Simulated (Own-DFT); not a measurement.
# Point defects and the pressure they add: C11b WSi2

No measurement is shown. These are fixed-geometry runs of a retired plane-wave code named Own-DFT, which no person has reviewed; spin and spin-orbit coupling are neglected.

Settings: PBE; PseudoDojo norm-conserving scalar-relativistic files; cutoff 50 hartree; 5 x 5 x 5 k mesh centred on Gamma; cold (Marzari-Vanderbilt) smearing of 0.2 eV.

Limits: forces on such cells failed a check on a denser k mesh; stress not checked against mesh or cutoff.

All runs share one cell, with vectors in Å (-2.148, -5.953, 3.409); (-6.444, 2.976, 1.136); (-2.553, -2.948, -6.757) and a volume of 403.2 Å³. Atoms were moved at random from their sites; u is the rms move along one axis. The defect's site can differ from row to row.

```
cell,formula,u (Å),P (GPa)
no defect,Si20W10,0.0202,4.39
no defect,Si20W10,0.0208,4.63
no defect,Si20W10,0.0520,6.52
one W vacancy,Si20W9,0.0282,3.07
one W vacancy,Si20W9,0.0470,4.55
one W vacancy,Si20W9,0.0557,5.14
one Si on a W site,Si21W9,0.0297,6.00
one Si on a W site,Si21W9,0.0305,6.09
one Si on a W site,Si21W9,0.0473,?
one Si on a W site,Si21W9,0.0476,7.05
one W on a Si site,Si19W11,0.0306,10.11
one W on a Si site,Si19W11,0.0309,9.71
one W on a Si site,Si19W11,0.0477,10.86
one Si vacancy,Si19W10,0.0315,3.35
one Si vacancy,Si19W10,0.0330,2.96
one Si vacancy,Si19W10,0.0535,4.62
```

## Working it out

P = P0 + c u² + a shift for each defect gives P0 = 4.19 GPa, c = 835 ± 56 GPa/Å² and a scatter of 0.18 GPa. The shifts, and each times the cell's volume:

- one W on a Si site: 4.88 ± 0.15 GPa, 12.3 eV
- one Si on a W site: 1.06 ± 0.15 GPa, 2.7 eV
- one W vacancy: -1.64 ± 0.16 GPa, -4.1 eV
- one Si vacancy: -1.92 ± 0.15 GPa, -4.8 eV

A positive shift means that the defect pushes the cell outwards. Shift times volume (160.2 GPa Å³ is 1 eV) depends little on the cell's size, so, taken for each site, it can be compared between cells at like pressure. The atoms around the defects weren't relaxed, which would change these numbers.

## Prediction

Question: what pressure belongs in the blank (one Si on a W site, u = 0.0473 Å)?

The fit gives 7.11 ± 0.22 GPa. DFT gave 7.11 GPa.
